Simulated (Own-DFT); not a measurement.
## Calculated data, GaP (zincblende, strained, atoms displaced)

A calculation, not a measurement: plane-wave PBE density functional theory by an unreviewed code, no spin, of a simulated periodic cell, stress positive in tension, free energy of the whole cell less one offset for each atom, forces on such cells passed a denser k mesh, this cell's mesh not checked; offsets are fitted by least squares, one for each functional and potential file, so energies compare only between cells with the same atoms and settings and are not formation energies; the far tail of each file's local potential was reset to the Coulomb form; each entry is a single point on an unrelaxed cell, so the pressure reflects the starting lattice, mostly measured values (interpolated for alloys), from which strain is counted, and rises with the displacements; printed positions are rounded, which can move forces by about a meV/angstrom; the program, named Own-DFT, is a retired in-house code; no spin-orbit coupling. Program: Own-DFT development build.

```json
{"formula": "GaP", "kind": "zincblende, strained, atoms displaced", "structure": {"cell_angstrom": [[10.862, 0.0, 0.0], [0.0, 10.862, 0.0], [0.0, 0.0, 10.9361]], "atoms_fractional": [["Ga", 0.99824, 0.00212, 0.99402], ["Ga", 0.99345, 0.25103, 0.26007], ["Ga", 0.24531, 0.99751, 0.25454], ["Ga", 0.25271, 0.24821, 0.00141], ["P", 0.12887, 0.12495, 0.12318], ["P", 0.12658, 0.3748, 0.37437], ["P", 0.3823, 0.12071, 0.37182], ["P", 0.38116, 0.37362, 0.12718], ["Ga", 0.9991, 0.99807, 0.5043], ["Ga", 0.00147, 0.25069, 0.74946], ["Ga", 0.24501, 0.00059, 0.75082], ["Ga", 0.24962, 0.25136, 0.49566], ["P", 0.12578, 0.11169, 0.62394], ["P", 0.12073, 0.37556, 0.88303], ["P", 0.37871, 0.13014, 0.87545], ["P", 0.37926, 0.37934, 0.6231], ["Ga", 0.99535, 0.50642, 0.99299], ["Ga", 0.99795, 0.74787, 0.25608], ["Ga", 0.24818, 0.50241, 0.25351], ["Ga", 0.24816, 0.7478, 0.9982], ["P", 0.13161, 0.6231, 0.11594], ["P", 0.1166, 0.87554, 0.37612], ["P", 0.36509, 0.62662, 0.37908], ["P", 0.37906, 0.87658, 0.12582], ["Ga", 0.99887, 0.48708, 0.50243], ["Ga", 0.99565, 0.74854, 0.75997], ["Ga", 0.23935, 0.50792, 0.75203], ["Ga", 0.24797, 0.75893, 0.49997], ["P", 0.13129, 0.62499, 0.62491], ["P", 0.12295, 0.87995, 0.88377], ["P", 0.38004, 0.63, 0.87782], ["P", 0.3715, 0.87994, 0.6204], ["Ga", 0.5008, 0.00034, 0.00126], ["Ga", 0.50877, 0.26041, 0.24905], ["Ga", 0.74943, 0.00246, 0.24901], ["Ga", 0.74753, 0.24546, 0.0039], ["P", 0.61933, 0.12164, 0.1258], ["P", 0.62594, 0.38388, 0.3774], ["P", 0.87737, 0.1228, 0.37574], ["P", 0.87363, 0.37872, 0.12375], ["Ga", 0.501, 0.00719, 0.49797], ["Ga", 0.49751, 0.25007, 0.74627], ["Ga", 0.74636, 0.99227, 0.75009], ["Ga", 0.7588, 0.24989, 0.50109], ["P", 0.61908, 0.1246, 0.61826], ["P", 0.62364, 0.3811, 0.869], ["P", 0.87157, 0.11947, 0.8761], ["P", 0.88486, 0.37262, 0.62538], ["Ga", 0.49982, 0.5031, 0.99738], ["Ga", 0.49794, 0.73564, 0.24526], ["Ga", 0.75909, 0.4951, 0.25274], ["Ga", 0.74693, 0.75553, 0.99465], ["P", 0.62494, 0.62802, 0.12518], ["P", 0.63022, 0.87674, 0.37361], ["P", 0.87651, 0.62783, 0.3707], ["P", 0.86594, 0.87767, 0.12053], ["Ga", 0.49264, 0.50063, 0.5032], ["Ga", 0.50621, 0.74734, 0.75157], ["Ga", 0.7415, 0.50377, 0.75468], ["Ga", 0.75336, 0.74391, 0.4933], ["P", 0.62709, 0.6199, 0.62463], ["P", 0.62693, 0.88334, 0.87969], ["P", 0.86929, 0.6253, 0.87558], ["P", 0.87031, 0.87655, 0.61676]]}, "settings": {"functional": "PBE", "potential_files": "PseudoDojo norm-conserving, scalar-relativistic, standard set", "wave_cutoff [hartree]": 42.0, "occupations": "Fermi-Dirac", "smearing_width [eV]": 0.1, "k_mesh": "3 x 3 x 3 centred on Gamma"}, "results": {"free_energy_of_cell_above_offsets [eV]": "-33.149", "pressure [GPa]": 3.65, "stress_xx [GPa]": -3.81, "stress_yy [GPa]": -3.78, "stress_zz [GPa]": -3.37, "stress_yz [GPa]": 0.55, "stress_xz [GPa]": 0.29, "stress_xy [GPa]": -0.24, "force_element": ["Ga", "Ga", "Ga", "Ga", "P", "P", "P", "P", "Ga", "Ga", "Ga", "Ga", "P", "P", "P", "P", "Ga", "Ga", "Ga", "Ga", "P", "P", "P", "P", "Ga", "Ga", "Ga", "Ga", "P", "P", "P", "P", "Ga", "Ga", "Ga", "Ga", "P", "P", "P", "P", "Ga", "Ga", "Ga", "Ga", "P", "P", "P", "P", "Ga", "Ga", "Ga", "Ga", "P", "P", "P", "P", "Ga", "Ga", "Ga", "Ga", "P", "P", "P", "P"], "force_x [eV/angstrom]": [-0.183, 0.822, 0.561, 0.109, -0.913, -0.277, -0.868, -0.745, -0.283, 0.363, 0.925, 0.666, -0.104, 0.482, -0.453, -1.648, 0.206, 0.344, 0.256, 0.894, -1.196, 0.466, 0.757, -0.741, 0.786, 0.55, 1.442, -0.23, -1.661, 0.328, -0.782, 0.873, -0.646, -0.275, -0.051, -0.143, 0.592, 0.451, -0.381, 0.509, -0.039, 0.419, 0.204, -0.852, 1.308, -0.257, -0.111, -1.746, 0.204, -0.24, -0.993, -0.12, 0.942, -0.925, 0.336, 1.317, 0.564, -0.332, 1.271, -0.666, -0.193, -0.765, -0.313, 0.182], "force_y [eV/angstrom]": [0.151, 0.114, 0.123, 0.399, 0.059, -0.089, 1.181, 0.682, 0.028, -0.94, -0.4, -0.711, 2.076, -0.163, -0.656, -0.617, -0.406, 0.469, -0.392, 0.985, -0.051, -0.012, 0.118, -0.565, 1.809, 0.599, -0.954, -0.288, 0.703, -0.87, -0.34, -0.19, 0.178, -0.893, -0.117, 0.401, 0.739, -0.488, -0.234, -0.715, -1.363, 0.266, 1.02, 0.095, 0.529, -1.372, 0.903, 0.094, -0.188, 1.472, 0.85, -0.442, -1.028, -0.646, -1.468, -0.174, 0.579, 0.823, -0.405, 0.56, 0.804, -0.95, 0.235, -0.915], "force_z [eV/angstrom]": [1.41, -1.406, -0.482, 0.252, 0.555, -0.127, -0.454, -0.28, -0.495, 0.462, 0.615, 0.457, -0.039, -0.821, -0.259, 0.802, 0.936, -1.825, -0.783, 0.142, 1.198, -0.031, -0.11, 0.15, -0.601, -1.197, 0.672, 0.058, -0.46, -1.053, -0.621, 0.832, -0.032, 0.381, -0.022, -0.408, 0.294, 0.409, 0.196, -0.194, -0.284, -0.122, -0.831, -0.032, 1.109, 0.988, -0.787, 0.881, 0.523, 0.867, -0.353, 0.737, -0.532, 0.048, 0.855, 0.456, -0.636, -0.378, -0.795, 0.425, -0.597, -0.714, -0.124, 1.176]}}
```
